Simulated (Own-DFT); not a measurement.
## Calculated data, Hf₃₆O₇₁ (tetragonal hafnia with one neutral oxygen vacancy, atoms displaced)

Computed with Own-DFT development build. A calculation, not a measurement: plane-wave PBE and HSE06 DFT by an unreviewed code, no spin, of a simulated cell at Gamma alone, so results move with cell size and shape, stress positive in tension, energies less offsets, not probed for a lower state with spin; hafnium file: forces about 75 meV/angstrom off all-electron values; oxygen file: force components 24 meV/angstrom off all-electron in a glass; k mesh not checked against a denser one; forces and stress are PBE's, HSE06 gives the energy alone, and its difference from PBE has offsets of its own; offsets are fitted by least squares, one for each functional and potential file, so energies compare only between cells with the same atoms and settings and are not formation energies; the far tail of each file's local potential was reset to the Coulomb form; each entry is a single point on an unrelaxed cell, so the pressure reflects the starting lattice, taken from the Materials Project, from which strain is counted, and rises with the displacements; printed positions are rounded, which can move forces by about a meV/angstrom; the program is a retired in-house code; no spin-orbit coupling.

Settings shared by all entries: first functional PBE; second functional HSE06; exact exchange share 0.25; screening 0.11 1/bohr; exchange divergence Gygi-Baldereschi; potential files PseudoDojo norm-conserving, scalar-relativistic, made for PBE, standard set; wave cutoff 48 hartree; occupations fixed; k mesh 1 x 1 x 1 centred on Gamma.

```json
{"entry": 1, "formula": "Hf36O71", "kind": "tetragonal hafnia with one neutral oxygen vacancy, atoms displaced", "structure": {"cell_angstrom": [[10.78, 0.0, 0.0], [0.0, 10.78, 0.0], [0.0, 0.0, 10.4493]], "atoms_fractional": [["Hf", 0.00406, 0.9997, 0.9993], ["Hf", 0.16863, 0.16998, 0.24398], ["O", 0.99919, 0.16532, 0.15], ["O", 0.16675, 0.99511, 0.34904], ["O", 0.00028, 0.17036, 0.40073], ["O", 0.16339, 0.99865, 0.09694], ["Hf", 0.99968, 0.00162, 0.49782], ["Hf", 0.16942, 0.16403, 0.75298], ["O", 0.00354, 0.16714, 0.65707], ["O", 0.16274, 0.99814, 0.84622], ["O", 0.00116, 0.16328, 0.91002], ["O", 0.16724, 0.99593, 0.60022], ["Hf", 0.9953, 0.33126, 0.00551], ["Hf", 0.16646, 0.49661, 0.24174], ["O", 0.00131, 0.49888, 0.14946], ["O", 0.16307, 0.33826, 0.35058], ["O", 0.00241, 0.4977, 0.39679], ["O", 0.16798, 0.33284, 0.09524], ["Hf", 0.00283, 0.33883, 0.49757], ["Hf", 0.16108, 0.50007, 0.74993], ["O", 0.0031, 0.50469, 0.65523], ["O", 0.16452, 0.33064, 0.85027], ["O", 0.0003, 0.50289, 0.90536], ["O", 0.1695, 0.32926, 0.60126], ["Hf", 0.99815, 0.66634, 0.99954], ["Hf", 0.16457, 0.82824, 0.24822], ["O", 0.00339, 0.83015, 0.14949], ["O", 0.17005, 0.66911, 0.35021], ["O", 0.00042, 0.83637, 0.405], ["O", 0.16134, 0.66608, 0.09687], ["Hf", 0.00147, 0.67154, 0.49941], ["Hf", 0.16563, 0.83109, 0.75002], ["O", 0.00486, 0.83353, 0.65245], ["O", 0.16718, 0.66316, 0.85014], ["O", 0.0003, 0.83456, 0.90206], ["O", 0.16531, 0.66603, 0.59341], ["Hf", 0.3333, 0.00279, 0.00343], ["Hf", 0.50063, 0.16951, 0.25119], ["O", 0.33599, 0.16786, 0.15214], ["O", 0.49955, 0.00043, 0.34271], ["O", 0.33047, 0.16689, 0.40021], ["O", 0.49576, 0.99348, 0.09965], ["Hf", 0.33255, 0.99841, 0.5043], ["Hf", 0.49878, 0.16482, 0.74798], ["O", 0.32669, 0.16452, 0.65384], ["O", 0.50036, 0.00181, 0.85081], ["O", 0.33475, 0.1611, 0.90165], ["O", 0.49853, 0.0009, 0.60227], ["Hf", 0.32501, 0.33557, 0.99761], ["Hf", 0.49994, 0.50195, 0.24433], ["O", 0.33282, 0.50093, 0.15291], ["O", 0.49797, 0.3329, 0.34646], ["O", 0.32674, 0.49951, 0.4036], ["O", 0.49625, 0.33842, 0.10049], ["Hf", 0.32935, 0.33473, 0.49799], ["Hf", 0.49612, 0.49671, 0.74952], ["O", 0.33432, 0.49896, 0.6555], ["O", 0.49957, 0.33287, 0.84654], ["O", 0.33425, 0.49631, 0.90464], ["O", 0.50106, 0.33028, 0.59904], ["Hf", 0.33347, 0.66671, 0.99751], ["Hf", 0.5047, 0.83154, 0.25154], ["O", 0.49969, 0.66823, 0.34897], ["O", 0.33505, 0.83767, 0.40152], ["O", 0.50281, 0.67209, 0.09573], ["Hf", 0.33006, 0.66291, 0.50044], ["Hf", 0.49743, 0.83719, 0.7549], ["O", 0.32976, 0.83727, 0.65773], ["O", 0.50528, 0.66722, 0.84659], ["O", 0.33488, 0.83573, 0.90531], ["O", 0.50147, 0.66927, 0.59447], ["Hf", 0.67273, 0.99926, 0.99865], ["Hf", 0.83307, 0.16357, 0.24805], ["O", 0.66908, 0.1635, 0.15501], ["O", 0.83343, 0.00629, 0.3486], ["O", 0.66843, 0.17003, 0.39618], ["O", 0.83545, 0.99858, 0.09878], ["Hf", 0.66524, 0.99891, 0.50006], ["Hf", 0.83477, 0.16489, 0.75744], ["O", 0.66614, 0.17058, 0.65603], ["O", 0.83688, 0.99963, 0.84582], ["O", 0.6603, 0.16547, 0.90194], ["O", 0.83135, 0.99583, 0.60341], ["Hf", 0.6673, 0.33561, 0.9993], ["Hf", 0.82874, 0.50183, 0.24942], ["O", 0.66979, 0.50024, 0.14945], ["O", 0.83518, 0.33667, 0.35032], ["O", 0.66226, 0.50122, 0.40317], ["O", 0.83155, 0.33225, 0.09729], ["Hf", 0.66633, 0.33443, 0.49754], ["Hf", 0.83265, 0.49967, 0.75182], ["O", 0.6677, 0.49737, 0.64609], ["O", 0.83534, 0.33417, 0.84951], ["O", 0.66288, 0.50224, 0.90132], ["O", 0.83417, 0.33155, 0.60039], ["Hf", 0.6727, 0.66913, 0.00059], ["Hf", 0.83283, 0.83068, 0.24655], ["O", 0.67107, 0.82995, 0.15272], ["O", 0.82942, 0.67176, 0.34872], ["O", 0.6677, 0.83227, 0.39895], ["O", 0.8322, 0.66082, 0.10067], ["Hf", 0.66918, 0.67071, 0.50139], ["Hf", 0.83334, 0.83272, 0.75546], ["O", 0.66582, 0.83269, 0.64862], ["O", 0.83574, 0.66806, 0.84985], ["O", 0.67129, 0.83614, 0.9002], ["O", 0.83211, 0.66442, 0.59631]]}, "results": {"PBE_energy_of_cell_above_offsets [eV]": "-100.701", "HSE06_less_PBE_above_offsets [eV]": "-0.135", "PBE_pressure [GPa]": 0.79, "PBE_stress_xx [GPa]": -0.83, "PBE_stress_yy [GPa]": -0.38, "PBE_stress_zz [GPa]": -1.15, "PBE_stress_yz [GPa]": 0.71, "PBE_stress_xz [GPa]": -0.57, "PBE_stress_xy [GPa]": 0.03, "force_element": ["Hf", "Hf", "O", "O", "O", "O", "Hf", "Hf", "O", "O", "O", "O", "Hf", "Hf", "O", "O", "O", "O", "Hf", "Hf", "O", "O", "O", "O", "Hf", "Hf", "O", "O", "O", "O", "Hf", "Hf", "O", "O", "O", "O", "Hf", "Hf", "O", "O", "O", "O", "Hf", "Hf", "O", "O", "O", "O", "Hf", "Hf", "O", "O", "O", "O", "Hf", "Hf", "O", "O", "O", "O", "Hf", "Hf", "O", "O", "O", "Hf", "Hf", "O", "O", "O", "O", "Hf", "Hf", "O", "O", "O", "O", "Hf", "Hf", "O", "O", "O", "O", "Hf", "Hf", "O", "O", "O", "O", "Hf", "Hf", "O", "O", "O", "O", "Hf", "Hf", "O", "O", "O", "O", "Hf", "Hf", "O", "O", "O", "O"], "force_x [eV/angstrom]": [-0.283, -0.137, 0.411, -0.307, 0.22, 1.092, 0.312, -0.707, -0.725, 0.052, -0.436, -0.406, 0.315, -0.3, -0.747, 0.421, -0.242, -0.918, -0.643, 1.035, -1.001, 0.087, -0.111, -0.595, 0.355, 1.406, -1.253, -0.365, -0.44, 1.139, -0.414, -0.116, -1.193, 0.184, -0.218, 0.275, 0.268, 0.178, -0.659, 0.479, -0.042, 0.946, -0.687, -0.016, 1.387, 0.148, -0.372, 0.408, 2.015, 0.3, -0.037, -0.031, 0.406, 0.683, 0.704, 1.295, -0.849, 0.03, 0.049, -0.84, 0.005, -1.428, -0.157, 0.172, -0.223, 1.087, 0.225, 0.788, -0.558, -0.015, -0.76, -1.285, 0.127, -0.683, 0.024, -0.291, 0.001, 0.4, 0.103, 0.454, -0.391, 0.822, 0.177, -1.242, 0.964, -0.844, -0.24, 0.315, -0.156, 0.431, -0.565, -0.099, -0.052, 0.688, 0.416, -1.321, 0.682, -0.131, 0.409, -0.022, 0.663, -0.906, 0.087, 0.039, -0.259, 0.135, 0.908], "force_y [eV/angstrom]": [-0.475, -1.121, 0.477, 1.004, -0.221, 0.153, 0.701, 0.013, -0.315, -0.232, 0.91, 0.189, 0.292, 1.131, -0.325, -0.943, 1.579, -0.048, -1.054, -0.647, -0.274, 0.558, -0.953, 0.727, 0.361, 0.683, -0.071, -0.645, -0.516, 0.05, -0.482, 0.616, -0.505, 0.41, -0.597, -0.087, -0.634, -0.428, -0.055, 0.195, 0.088, -0.332, 0.188, 0.525, -0.044, -0.466, 1.276, 0.064, -1.018, -0.206, 0.138, 0.78, 0.059, -0.119, -0.626, 0.321, 0.302, -0.182, 0.69, 0.078, 0.517, 0.306, -0.621, -0.925, -0.153, 0.909, -0.596, -0.364, 0.116, -0.464, -0.124, 0.576, 0.948, 0.055, -1.518, -0.595, -0.036, 0.328, 0.616, -0.508, -0.052, 0.203, 0.277, -0.188, -0.302, -0.061, -0.134, 0.123, 0.121, 0.084, -0.208, 0.121, -0.072, -0.308, 0.346, -0.206, 1.036, 0.132, -0.987, 0.987, 0.385, -0.637, 0.448, 0.098, -0.455, -0.295, 0.137], "force_z [eV/angstrom]": [0.068, 1.755, 0.22, -0.736, 0.285, 0.388, 0.602, -0.355, 0.149, 0.438, -0.545, -0.446, -0.945, 1.576, 0.093, -0.862, 0.571, 1.098, 0.36, 0.509, -0.461, 0.069, -0.355, -0.346, 0.07, 0.372, 0.307, -0.558, -0.423, -0.023, -0.258, 0.267, 0.039, -0.326, -0.073, 0.855, 0.019, 0.109, -0.344, 0.754, 0.276, -0.365, -0.818, 0.067, -0.309, -0.107, 0.116, -0.401, -0.455, 0.953, -0.459, 0.054, -0.174, -0.663, 0.328, -0.22, -0.36, 0.148, -0.297, -0.501, 0.491, -0.174, -0.639, 0.314, 0.026, -0.628, -0.727, -0.242, -0.034, 0.52, 0.172, 0.538, 0.976, -0.884, 0.051, 0.913, -0.184, 0.056, -1.935, -0.205, 0.981, 0.523, -0.78, -0.156, 1.031, -0.071, -0.723, -0.739, 0.231, 0.678, -1.018, 1.152, 0.508, 0.154, -0.275, -0.543, 0.738, -0.576, -0.275, 0.07, 0.052, 0.117, -1.636, 0.632, 0.152, 0.145, 0.497]}}
{"entry": 2, "formula": "Hf36O71", "kind": "tetragonal hafnia with one neutral oxygen vacancy, atoms displaced", "structure": {"cell_angstrom": [[10.78, 0.0, 0.0], [0.0, 10.78, 0.0], [0.0, 0.0, 10.4493]], "atoms_fractional": [["Hf", 0.01275, 0.01737, 0.00068], ["Hf", 0.16098, 0.17356, 0.24771], ["O", 0.0057, 0.16247, 0.14809], ["O", 0.16512, 0.99604, 0.35256], ["O", 0.99621, 0.16427, 0.39823], ["O", 0.16265, 0.99153, 0.09457], ["Hf", 0.99278, 0.99648, 0.50546], ["Hf", 0.17391, 0.17814, 0.75014], ["O", 0.00472, 0.16427, 0.65698], ["O", 0.15061, 0.99327, 0.8445], ["O", 0.99812, 0.15939, 0.90884], ["O", 0.17521, 0.99886, 0.58289], ["Hf", 0.99932, 0.32964, 0.99636], ["Hf", 0.15545, 0.49776, 0.24354], ["O", 0.00382, 0.50106, 0.15595], ["O", 0.16266, 0.33442, 0.35565], ["O", 0.00156, 0.4957, 0.4024], ["O", 0.16458, 0.3446, 0.10387], ["Hf", 0.98875, 0.33254, 0.49738], ["Hf", 0.16928, 0.49765, 0.75796], ["O", 0.99122, 0.51624, 0.64533], ["O", 0.17189, 0.34906, 0.85153], ["O", 0.9947, 0.50657, 0.89799], ["O", 0.16949, 0.33055, 0.6029], ["Hf", 0.00394, 0.66335, 0.00857], ["Hf", 0.16985, 0.83117, 0.25129], ["O", 0.99929, 0.83931, 0.15046], ["O", 0.16687, 0.6564, 0.35978], ["O", 0.99613, 0.83816, 0.40393], ["O", 0.17225, 0.67472, 0.08361], ["Hf", 0.00408, 0.6645, 0.5005], ["Hf", 0.17249, 0.82146, 0.7507], ["O", 0.00368, 0.83496, 0.65427], ["O", 0.16128, 0.64477, 0.85118], ["O", 0.9974, 0.83306, 0.91298], ["O", 0.16732, 0.66703, 0.59467], ["Hf", 0.31437, 0.99907, 0.01313], ["Hf", 0.49445, 0.15972, 0.26763], ["O", 0.35128, 0.16656, 0.16504], ["O", 0.49353, 0.99742, 0.35262], ["O", 0.32682, 0.15505, 0.40973], ["O", 0.49316, 0.98852, 0.09147], ["Hf", 0.33642, 0.99984, 0.49323], ["Hf", 0.48674, 0.1722, 0.74773], ["O", 0.33276, 0.15972, 0.65307], ["O", 0.48926, 0.00245, 0.84518], ["O", 0.3294, 0.17159, 0.90329], ["O", 0.49577, 0.99564, 0.60916], ["Hf", 0.3353, 0.33045, 0.01407], ["Hf", 0.51598, 0.49888, 0.24098], ["O", 0.49865, 0.34096, 0.35333], ["O", 0.32715, 0.50621, 0.40848], ["O", 0.50876, 0.34054, 0.10115], ["Hf", 0.32685, 0.33306, 0.49144], ["Hf", 0.49509, 0.49853, 0.74846], ["O", 0.33695, 0.49912, 0.65236], ["O", 0.51673, 0.3453, 0.84707], ["O", 0.34288, 0.50603, 0.90372], ["O", 0.49301, 0.33416, 0.60212], ["Hf", 0.3256, 0.64843, 0.99376], ["Hf", 0.49858, 0.83655, 0.25109], ["O", 0.33506, 0.82717, 0.15234], ["O", 0.48866, 0.67947, 0.35152], ["O", 0.32378, 0.81913, 0.40117], ["O", 0.49772, 0.66823, 0.09786], ["Hf", 0.33048, 0.66717, 0.49814], ["Hf", 0.49533, 0.85728, 0.73366], ["O", 0.34433, 0.83624, 0.65601], ["O", 0.49178, 0.66715, 0.84566], ["O", 0.33199, 0.8416, 0.90007], ["O", 0.49637, 0.66178, 0.61768], ["Hf", 0.65331, 0.00686, 0.00522], ["Hf", 0.83191, 0.16519, 0.25176], ["O", 0.66896, 0.16302, 0.15822], ["O", 0.83301, 0.00725, 0.35132], ["O", 0.65901, 0.16718, 0.40706], ["O", 0.82584, 0.99865, 0.09494], ["Hf", 0.66635, 0.99727, 0.50729], ["Hf", 0.83165, 0.16906, 0.74754], ["O", 0.66152, 0.15725, 0.64574], ["O", 0.83566, 0.00224, 0.83843], ["O", 0.66183, 0.17035, 0.90783], ["O", 0.82376, 0.9965, 0.58634], ["Hf", 0.66349, 0.34027, 0.00322], ["Hf", 0.82023, 0.51209, 0.25592], ["O", 0.67543, 0.49282, 0.14459], ["O", 0.83547, 0.33727, 0.36188], ["O", 0.66735, 0.50808, 0.39357], ["O", 0.83033, 0.34052, 0.08943], ["Hf", 0.67213, 0.32695, 0.50904], ["Hf", 0.8314, 0.48805, 0.74861], ["O", 0.65989, 0.49891, 0.65272], ["O", 0.84538, 0.33778, 0.84922], ["O", 0.67424, 0.5015, 0.89942], ["O", 0.83259, 0.32931, 0.59315], ["Hf", 0.66991, 0.67513, 0.99907], ["Hf", 0.83758, 0.83343, 0.2572], ["O", 0.6637, 0.83883, 0.15786], ["O", 0.83617, 0.65512, 0.35498], ["O", 0.65911, 0.838, 0.39389], ["O", 0.83136, 0.65652, 0.10646], ["Hf", 0.66867, 0.6703, 0.475], ["Hf", 0.82853, 0.83768, 0.75726], ["O", 0.66747, 0.83116, 0.66214], ["O", 0.83344, 0.66127, 0.83496], ["O", 0.66035, 0.83193, 0.90638], ["O", 0.83947, 0.68293, 0.59225]]}, "results": {"PBE_energy_of_cell_above_offsets [eV]": "-87.100", "HSE06_less_PBE_above_offsets [eV]": "0.597", "PBE_pressure [GPa]": 5.71, "PBE_stress_xx [GPa]": -6.2, "PBE_stress_yy [GPa]": -5.1, "PBE_stress_zz [GPa]": -5.84, "PBE_stress_yz [GPa]": -0.14, "PBE_stress_xz [GPa]": -0.82, "PBE_stress_xy [GPa]": 0.1, "force_element": ["Hf", "Hf", "O", "O", "O", "O", "Hf", "Hf", "O", "O", "O", "O", "Hf", "Hf", "O", "O", "O", "O", "Hf", "Hf", "O", "O", "O", "O", "Hf", "Hf", "O", "O", "O", "O", "Hf", "Hf", "O", "O", "O", "O", "Hf", "Hf", "O", "O", "O", "O", "Hf", "Hf", "O", "O", "O", "O", "Hf", "Hf", "O", "O", "O", "Hf", "Hf", "O", "O", "O", "O", "Hf", "Hf", "O", "O", "O", "O", "Hf", "Hf", "O", "O", "O", "O", "Hf", "Hf", "O", "O", "O", "O", "Hf", "Hf", "O", "O", "O", "O", "Hf", "Hf", "O", "O", "O", "O", "Hf", "Hf", "O", "O", "O", "O", "Hf", "Hf", "O", "O", "O", "O", "Hf", "Hf", "O", "O", "O", "O"], "force_x [eV/angstrom]": [-4.522, 0.64, -0.618, 0.2, 0.468, -0.047, 2.375, -0.675, -1.077, 0.869, 0.235, -1.378, -1.797, 2.954, -2.3, 0.45, -0.078, 0.76, 2.711, -0.48, 1.103, -0.434, 0.178, -0.885, -1.889, 0.027, -0.139, -1.2, -0.58, -1.986, -0.513, -0.325, 0.14, 0.692, 0.134, 0.309, 5.694, 3.841, -4.687, -0.112, 0.56, -0.827, -1.483, 2.686, -0.856, 0.811, -0.683, 0.853, 1.132, -2.684, -0.287, 0.395, -2.286, 0.896, 1.036, -2.404, -1.244, -0.531, 0.401, 4.456, -0.271, -1.349, 1.771, -0.225, 0.69, 1.944, 2.789, -5.339, 0.249, -1.671, 0.636, 1.493, -0.264, -1.538, -0.307, 0.222, 1.205, -1.574, -0.457, 0.578, -0.248, 0.572, 2.062, 0.724, 2.775, -1.65, -0.855, -0.489, 2.169, -3.316, -0.966, 2.202, 0.195, 0.275, 0.02, -1.627, 0.244, 1.061, -0.121, 1.051, 0.429, -0.956, 1.188, -0.087, -0.342, 0.963, -1.85], "force_y [eV/angstrom]": [-7.193, -0.906, 0.746, 0.889, 0.531, 0.842, -0.238, -1.454, 0.063, 1.847, 5.554, 0.034, 2.321, 0.553, 0.378, -0.989, -0.007, -1.681, 0.531, 0.703, -1.79, -4.116, -2.085, -0.413, 1.388, -0.733, -1.021, 1.368, -0.924, -0.468, -0.087, 0.802, 0.917, 4.405, -0.731, 0.702, -2.368, 1.84, 0.616, -0.136, 3.506, 0.813, -3.513, 0.22, 0.311, 2.568, -0.032, 1.957, 1.889, 0.887, -1.093, -2.264, 0.289, 2.261, 3.975, -0.643, -3.306, -6.088, -1.314, 5.694, -1.138, 1.37, -2.335, 3.753, -1.353, -1.556, -5.133, -0.652, 0.059, -0.526, 0.694, -0.971, 0.028, 0.088, -1.122, -0.409, 0.578, 0.113, -1.146, 1.141, 1.824, 0.032, 0.407, 0.067, -3.7, 0.517, -0.627, -1.807, -1.167, 1.179, 4.363, -1.261, -3.06, 0.174, -0.456, -0.931, 1.391, -0.757, 4.068, 0.101, 0.899, 0.703, -2.954, 1.154, 0.931, 1.633, -0.011], "force_z [eV/angstrom]": [-0.074, 3.03, 0.152, -2.483, 0.064, 3.459, -0.131, -0.564, 0.066, -0.108, -2.694, 1.313, -0.108, 2.987, -1.158, -1.321, -0.23, -0.342, -0.652, -5.007, 0.617, 2.003, 1.185, 0.019, -2.045, 0.989, 1.806, -2.739, -0.647, 2.997, 1.118, 0.211, 0.35, 0.771, -0.12, 1.677, -4.347, 0.357, -2.337, 0.523, -1.8, 1.377, 1.764, 1.548, -0.287, 0.885, 0.586, -2.876, -0.779, 0.673, -0.599, -1.004, 0.619, 1.19, -0.318, 0.275, 1.035, -0.912, -0.847, 0.69, -1.599, 0.532, -0.296, -0.688, 0.596, 2.235, 4.903, -2.295, 0.926, 0.717, -3.875, -0.816, -0.39, 0.556, -0.477, -0.18, 0.305, -0.647, 0.905, 0.994, 0.144, -0.518, 1.864, -2.308, -1.604, 0.499, -1.562, -0.931, 0.979, -0.666, -0.14, -1.167, -0.252, 0.976, 2.609, -1.629, -1.782, 0.058, 0.311, 0.594, 0.213, 5.812, -0.721, -1.939, 1.166, 0.11, -1.329]}}
```
